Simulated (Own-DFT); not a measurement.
# How strain changes the stress of wurtzite GaN, 72 atoms (Ga36N36)

Calculated results; nothing here was measured. They come from Own-DFT, an in-house plane-wave density functional program, since retired, whose code no person has reviewed. Each row is one single-point run on a periodic cell that was not relaxed, without spin or spin-orbit coupling.

Settings of every run: PBE; PseudoDojo norm-conserving scalar-relativistic files (stringent for Ga); cutoff 96 hartree; 4 x 4 x 3 k mesh centred on Gamma; Gaussian smearing of 0.01 eV.

Known limits: forces not confirmed at this smearing and k mesh; stress not checked against mesh or cutoff.

Unstrained cell vectors in Å: (9.567, 0.000, 0.000); (-4.783, 8.285, 0.000); (0.000, 0.000, 10.370). The unstrained cell has measured lattice constants (interpolated for alloys), not those of this functional. That, the random moves and any unrelaxed bonds set the pressure at no strain. Each run strains this cell uniformly, with the atoms carried along. Every atom was also moved at random, by a Gaussian of width 0.05 Å on each axis. Strain is the symmetric tensor, in per cent. Stress is positive in tension, and the pressure is minus a third of its trace.

| run | e_xx (%) | e_yy (%) | e_zz (%) | e_yz (%) | e_xz (%) | e_xy (%) | s_xx (GPa) | s_yy (GPa) | s_zz (GPa) | s_yz (GPa) | s_xz (GPa) | s_xy (GPa) | P (GPa) | E (meV/atom) |
|---|---|---|---|---|---|---|---|---|---|---|---|---|---|---|
| 1 | 0.40 | -0.74 | -1.45 | -1.09 | 1.87 | -0.02 | -10.92 | -10.66 | -12.97 | -2.71 | 4.79 | -1.78 | 11.52 | 44.8 |
| 2 | 1.79 | -1.08 | 1.94 | 1.78 | -0.96 | 1.61 | -0.05 | -9.14 | 1.43 | 4.12 | -1.25 | 4.66 | 2.58 | 18.2 |
| 3 | 1.14 | -1.60 | 0.93 | 0.16 | -1.93 | 1.87 | -3.37 | -13.48 | -5.27 | 0.18 | -3.69 | 6.24 | 7.37 | 40.4 |
| 4 | -1.00 | -0.70 | 0.10 | 1.63 | -1.68 | -0.55 | -10.14 | -12.53 | -8.16 | 4.01 | -3.18 | 0.11 | 10.28 | 25.1 |
| 5 | -1.77 | -0.52 | 1.86 | 0.30 | 1.92 | 0.53 | -14.34 | -9.56 | -0.94 | 0.39 | 3.21 | 2.03 | 8.28 | 26.2 |
| 6 | -0.31 | -0.69 | 1.68 | 0.65 | -1.58 | -0.99 | -8.33 | -9.09 | 0.27 | 1.62 | -3.31 | -2.66 | 5.72 | 2.2 |
| 7 | 1.65 | 1.29 | -1.33 | 0.65 | -1.68 | 1.22 | -0.14 | -0.52 | -10.80 | 1.11 | -3.89 | 2.63 | 3.82 | 0.0 |
| 8 | 1.70 | -1.91 | 1.71 | 1.07 | 1.46 | -1.90 | -2.34 | -12.37 | -0.85 | 1.26 | 3.22 | -6.56 | 5.19 | 34.4 |
| 9 | 0.25 | -1.48 | -0.79 | 1.95 | 1.82 | -1.69 | -7.84 | -13.94 | -12.84 | 3.99 | 4.24 | -5.10 | 11.54 | 34.9 |
| 10 | 0.20 | -1.68 | -1.94 | -0.57 | -1.51 | -0.18 | -9.21 | -14.76 | -20.72 | -1.15 | -3.63 | 0.71 | 14.90 | 49.0 |
| 11 | 1.21 | 0.00 | -1.47 | -0.32 | -0.75 | 1.34 | -3.14 | -7.20 | -12.95 | -0.73 | -2.47 | 4.84 | 7.76 | 16.9 |
| 12 | -0.10 | 0.06 | 1.56 | 1.58 | -1.55 | -0.45 | -6.33 | -5.60 | -0.61 | 3.73 | -3.43 | -0.79 | 4.18 | 7.9 |
| 13 | 1.07 | -1.96 | -1.12 | 1.18 | -1.57 | -1.64 | -5.96 | -14.49 | -13.22 | 2.43 | -3.37 | -4.80 | 11.22 | 29.9 |
| 14 | 1.97 | -0.28 | -0.87 | -0.17 | 0.61 | -1.37 | -0.50 | -5.40 | -10.65 | -0.46 | 0.76 | -3.56 | 5.51 | 12.5 |
| 15 | -0.16 | 1.45 | 0.20 | 0.01 | -0.11 | -0.36 | ? | ? | ? | ? | ? | ? | ? | ? |

E is the free energy for each atom above the lowest run shown.

## Worked fit

Each stress component was fitted by least squares to a constant and the strains of the runs shown, as fractions, with shears doubled. Shear strains stay in the fit of a normal stress only where such slopes are resolved. The slopes, in GPa:

```
stress,at no strain,per e_xx,per e_yy,per e_zz,scatter
s_xx,-7.3,389 ± 33,112 ± 40,70 ± 25,1.30
s_yy,-7.1,111 ± 21,438 ± 26,55 ± 16,0.83
s_zz,-7.2,69 ± 28,143 ± 34,463 ± 21,1.11
```

Each shear stress against twice its own strain: yz 113 ± 6, xz 108 ± 6, xy 149 ± 13 GPa. These are stiffnesses along x, y and z of the frame in which the cell vectors are given, which need not be the crystal's axes. The atoms are held to the strained lattice; where symmetry lets them move under strain, relaxing them would lower some slopes. The table should be nearly symmetric about its diagonal, and what it lacks of that shows the noise. A ninth of its sum, 205 ± 7 GPa, estimates the bulk modulus near the mean pressure of these runs, 7.8 GPa, so it lies above the value at zero pressure.

## Withheld run

Question: what normal stresses and pressure should run 15 give?

The fit gives s_xx = -6.2, s_yy = -0.8, s_zz = -4.4 and P = 3.8 GPa. The calculation gave -6.21, 0.93, -6.72 and P = 4.00 GPa.
